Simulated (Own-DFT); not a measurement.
# What a defect does to the pressure of its cell: C11b WSi2

The numbers are computed, not measured, by runs of the plane-wave DFT program Own-DFT (in-house, retired, unreviewed) at fixed positions, with no spin and no spin-orbit coupling.

Method: PBE; PseudoDojo norm-conserving scalar-relativistic files; cutoff 50 hartree; 5 x 5 x 5 k mesh centred on Gamma; cold (Marzari-Vanderbilt) smearing of 0.2 eV.

Caveats: forces on such cells failed a check on a denser k mesh; stress not checked against mesh or cutoff.

All runs share one cell, with vectors in Å (-2.148, -5.953, 3.409); (-6.444, 2.976, 1.136); (-2.553, -2.948, -6.757) and a volume of 403.2 Å³. u is the rms random offset of the atoms per axis. The defect's site can differ from row to row.

```
cell,formula,u (Å),P (GPa)
no defect,Si20W10,0.0192,4.40
no defect,Si20W10,0.0494,5.83
no defect,Si20W10,0.0525,6.43
one Si vacancy,Si19W10,0.0271,3.08
one Si vacancy,Si19W10,0.0478,4.49
one Si vacancy,Si19W10,0.0512,4.36
one W on a Si site,Si19W11,0.0263,9.92
one W on a Si site,Si19W11,0.0502,11.05
one W on a Si site,Si19W11,0.0513,11.99
one Si on a W site,Si21W9,0.0284,6.01
one Si on a W site,Si21W9,0.0324,6.58
one Si on a W site,Si21W9,0.0528,7.60
one Si on a W site,Si21W9,0.0531,?
one W vacancy,Si20W9,0.0293,3.64
one W vacancy,Si20W9,0.0295,3.63
one W vacancy,Si20W9,0.0516,5.27
```

## Fit

P = P0 + c u² + a shift for each defect gives P0 = 4.06 GPa, c = 807 ± 75 GPa/Å² and a scatter of 0.26 GPa. The shifts, and each times the cell's volume:

- one W on a Si site: 5.36 ± 0.22 GPa, 13.5 eV
- one Si on a W site: 1.43 ± 0.22 GPa, 3.6 eV
- one W vacancy: -1.06 ± 0.22 GPa, -2.7 eV
- one Si vacancy: -1.60 ± 0.22 GPa, -4.0 eV

A positive shift means that the defect pushes the cell outwards. Shift times volume (160.2 GPa Å³ is 1 eV) depends little on the cell's size, so, taken for each site, it can be compared between cells at like pressure. The atoms around the defects weren't relaxed, which would change these numbers.

## Check

Q: what pressure belongs in the blank (one Si on a W site, u = 0.0531 Å)?

Estimate: 7.75 ± 0.32 GPa. The calculation gave 7.09 GPa.
